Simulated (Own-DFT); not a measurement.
# PBE and PBEsol under strain: D0_22 TiAl3, 40 atoms (Al30Ti10)

Calculated, not measured: single-point runs of Own-DFT, a retired in-house plane-wave DFT program that no person has reviewed, on unrelaxed cells, without spin or spin-orbit coupling.

Known weak points: forces on such cells failed a check on a denser k mesh; stress not checked against mesh or cutoff.

Each geometry was run with PBE and with PBEsol, otherwise alike: PseudoDojo norm-conserving scalar-relativistic files made for PBE; cutoff 42 hartree; 4 x 4 x 4 k mesh centred on Gamma; cold (Marzari-Vanderbilt) smearing of 0.2 eV. Unstrained cell vectors in Å: (-2.365, -6.981, 4.326); (-7.667, 3.491, 1.442); (-2.950, -3.488, -7.241). Each has a uniform strain, of which the change of volume is shown, and random moves of rms u per axis.

```
run,volume change (%),u (Å),P with PBE (GPa),P with PBEsol (GPa)
1,0.65,0.0563,2.44,0.54
2,-1.27,0.0491,4.54,2.60
3,0.72,0.0485,1.94,0.06
4,-0.23,0.0432,2.73,0.82
5,-1.59,0.0559,4.87,2.92
6,2.50,0.0543,0.13,-1.72
7,1.46,0.0476,1.04,-0.83
8,-1.83,0.0537,5.09,3.14
9,2.07,0.0434,0.25,-1.60
10,1.94,0.0527,0.70,?
```

The question: by how much does PBEsol shrink this cell, and what belongs in the blank?

## Worked answer

Write v for the change of volume as a fraction. Fitted to v and u², the PBE pressure has a slope of -116 ± 3 GPa in v, with the ions held to the strained lattice. The difference PBEsol less PBE is -1.91 + 2.5 v GPa (slope ± 0.1) and averages -1.90 GPa. Divided by the mean slope of the two, 115 GPa, that makes PBEsol's volume at a given pressure, near 2 GPa, about 1.7 % smaller, or 0.55 % in lengths. At one volume PBEsol's slope is the smaller by 2 GPa, but its pressure there is lower too. If stiffness rises by about 4 GPa for each GPa, PBEsol at equal pressure is stiffer by about 5 GPa. Files made for PBEsol would give a different shift.

For run 10 the line gives -1.16 GPa. The run itself gave -1.16 GPa.
